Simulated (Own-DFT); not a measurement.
# Misfit strain and the stress it brings: grey tin, 32 atoms (Sn32)

Everything here is calculated. The program is Own-DFT (plane waves, in-house, since retired, never reviewed by a person); positions were held fixed, and spin and spin-orbit coupling were off.

Common settings: PBE; PseudoDojo norm-conserving scalar-relativistic files; cutoff 42 hartree; 3 x 3 x 5 k mesh centred on Gamma; cold (Marzari-Vanderbilt) smearing of 0.2 eV.

Known weak points: forces on such cells failed a check on a denser k mesh; stress not checked against mesh or cutoff.

Unstrained cell vectors in Å: (12.978, 0.000, 0.000); (0.000, 12.978, 0.000); (0.000, 0.000, 6.489). The unstrained cell has measured lattice constants (interpolated for alloys), not those of this functional. That, the random moves and any unrelaxed bonds set the pressure at no strain. Each run strains x and y alike by e, as a substrate would, and holds the height along z. Each coordinate of each atom was shifted by a normal deviate of width 0.05 Å. Stress is positive in tension.

```
e (%)  u (Å)  (s_xx + s_yy)/2 (GPa)  s_zz (GPa)
-2.50  0.050                  -6.79       -6.11
-1.50  0.051                  -5.38       -4.98
-1.00  0.046                  -4.76       -4.50
-0.50  0.042                  -4.09       -4.00
 0.25  0.046                      ?           ?
 0.75  0.048                  -2.79       -2.93
 1.25  0.051                  -2.23       -2.66
 1.75  0.053                  -1.80       -2.26
 2.25  0.047                  -1.30       -1.93
 2.50  0.054                  -1.09       -1.76
```

## Analysis

With e as a fraction, the in-plane stress is -3.6 + 113 e - 614 e² GPa (errors 1 and 54, scatter 0.04), and s_zz is -3.6 + 86 e - 583 e² GPa (slope ± 1, scatter 0.03). At e = 0 the first slope is C11 + C12 and the second 2 C12, both with the ions held to the strained lattice and at the cell's own pressure. The term in e² is negative: the layer stiffens under compression and softens under tension. A free layer would change its height as e changes, and the in-plane slope would drop by 2 C12²/C11 to the biaxial modulus. At fixed height, a misfit of 1 % moves the in-plane stress by about 1.1 GPa and s_zz by 0.9 GPa.

## The run left out

Asked: what are the two stresses at e = 0.25 %?

The fit gives -3.3 and -3.4 GPa. The calculation gave -3.29 and -3.42 GPa.
